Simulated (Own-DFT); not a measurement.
# Which defects push the lattice out? C40 NbSi2

No measurement is shown. These are fixed-geometry runs of a retired plane-wave code named Own-DFT, which no person has reviewed; spin and spin-orbit coupling are neglected.

Common settings: PBE; PseudoDojo norm-conserving scalar-relativistic files; cutoff 42 hartree; 4 x 4 x 5 k mesh centred on Gamma; cold (Marzari-Vanderbilt) smearing of 0.2 eV.

Keep in mind: forces on such cells failed a check on a denser k mesh; stress not checked against mesh or cutoff.

All runs share one cell, with vectors in Å (0.000, 8.324, 0.000); (-9.613, 0.000, 0.000); (0.000, 0.000, 6.586) and a volume of 527.0 Å³. Atoms were moved at random from their sites; u is the rms move along one axis. The defect's site can differ from row to row.

```
                    cell   formula   u (Å)  P (GPa)
               no defect  Nb12Si24  0.0175     1.46
               no defect  Nb12Si24  0.0182     1.47
               no defect  Nb12Si24  0.0482     2.53
        two Nb vacancies  Nb10Si24  0.0317    -0.11
        two Nb vacancies  Nb10Si24  0.0489     0.34
        two Nb vacancies  Nb10Si24  0.0498     0.56
two Nb on a Si site each  Nb14Si22  0.0283     7.67
two Nb on a Si site each  Nb14Si22  0.0308     7.58
two Nb on a Si site each  Nb14Si22  0.0524     8.92
          one Si vacancy  Nb12Si23  0.0289     1.23
          one Si vacancy  Nb12Si23  0.0504     1.69
          one Si vacancy  Nb12Si23  0.0513     1.58
two Si on a Nb site each  Nb10Si26  0.0293     1.64
two Si on a Nb site each  Nb10Si26  0.0294        ?
two Si on a Nb site each  Nb10Si26  0.0491     2.44
two Si on a Nb site each  Nb10Si26  0.0541     2.55
```

## Fit

P = P0 + c u² + a shift for each defect gives P0 = 1.35 GPa, c = 477 ± 56 GPa/Å² and a scatter of 0.18 GPa. The shifts, and each times the cell's volume:

- two Nb on a Si site each: 6.00 ± 0.15 GPa, 19.7 eV (9.9 eV for each of its 2 sites)
- two Si on a Nb site each: -0.12 ± 0.16 GPa, -0.4 eV (-0.2 eV for each of its 2 sites) (not resolved)
- one Si vacancy: -0.80 ± 0.16 GPa, -2.6 eV
- two Nb vacancies: -2.02 ± 0.16 GPa, -6.6 eV (-3.3 eV for each of its 2 sites)

A positive shift means that the defect pushes the cell outwards. Shift times volume (160.2 GPa Å³ is 1 eV) depends little on the cell's size, so, taken for each site, it can be compared between cells at like pressure. The atoms around the defects weren't relaxed, which would change these numbers.

## Withheld run

Asked: what pressure belongs in the blank (two Si on a Nb site each, u = 0.0294 Å)?

The fitted form gives 1.64 ± 0.22 GPa. The calculation gave 1.71 GPa.
